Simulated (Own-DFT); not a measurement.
# One host, several defects: C11b WSi2

Calculated, not measured: single-point runs of Own-DFT, a retired in-house plane-wave DFT program that no person has reviewed, on unrelaxed cells, without spin or spin-orbit coupling.

Method: PBE; PseudoDojo norm-conserving scalar-relativistic files; cutoff 50 hartree; 5 x 5 x 5 k mesh centred on Gamma; cold (Marzari-Vanderbilt) smearing of 0.2 eV.

Keep in mind: forces on such cells failed a check on a denser k mesh; stress not checked against mesh or cutoff.

All runs share one cell, with vectors in Å (-2.148, -5.953, 3.409); (-6.444, 2.976, 1.136); (-2.553, -2.948, -6.757) and a volume of 403.2 Å³. u is the rms random offset of the atoms per axis. The defect's site can differ from row to row.

```
cell,formula,u (Å),P (GPa)
no defect,Si20W10,0.0159,4.35
no defect,Si20W10,0.0203,4.44
no defect,Si20W10,0.0499,6.28
one Si on a W site,Si21W9,0.0305,6.04
one Si on a W site,Si21W9,0.0339,6.54
one Si on a W site,Si21W9,0.0515,7.25
one W vacancy,Si20W9,0.0268,3.40
one W vacancy,Si20W9,0.0287,3.14
one W vacancy,Si20W9,0.0464,?
one W vacancy,Si20W9,0.0472,5.16
one Si vacancy,Si19W10,0.0304,3.32
one Si vacancy,Si19W10,0.0481,5.02
one Si vacancy,Si19W10,0.0482,4.15
one W on a Si site,Si19W11,0.0314,9.88
one W on a Si site,Si19W11,0.0380,10.13
one W on a Si site,Si19W11,0.0461,11.60
```

## Analysis

P = P0 + c u² + a shift for each defect gives P0 = 4.02 GPa, c = 949 ± 131 GPa/Å² and a scatter of 0.38 GPa. The shifts, and each times the cell's volume:

- one W on a Si site: 5.07 ± 0.31 GPa, 12.8 eV
- one Si on a W site: 1.09 ± 0.32 GPa, 2.7 eV
- one W vacancy: -1.32 ± 0.31 GPa, -3.3 eV
- one Si vacancy: -1.62 ± 0.32 GPa, -4.1 eV

Against the defect-free cell, a freed cell would be larger where the shift is positive and smaller where it is negative (160.2 GPa Å³ is 1 eV). The atoms around the defects weren't relaxed, which would change these numbers.

## The run left out

Asked: what pressure belongs in the blank (one W vacancy, u = 0.0464 Å)?

The fitted form gives 4.75 ± 0.45 GPa. The hidden result is 4.80 GPa.
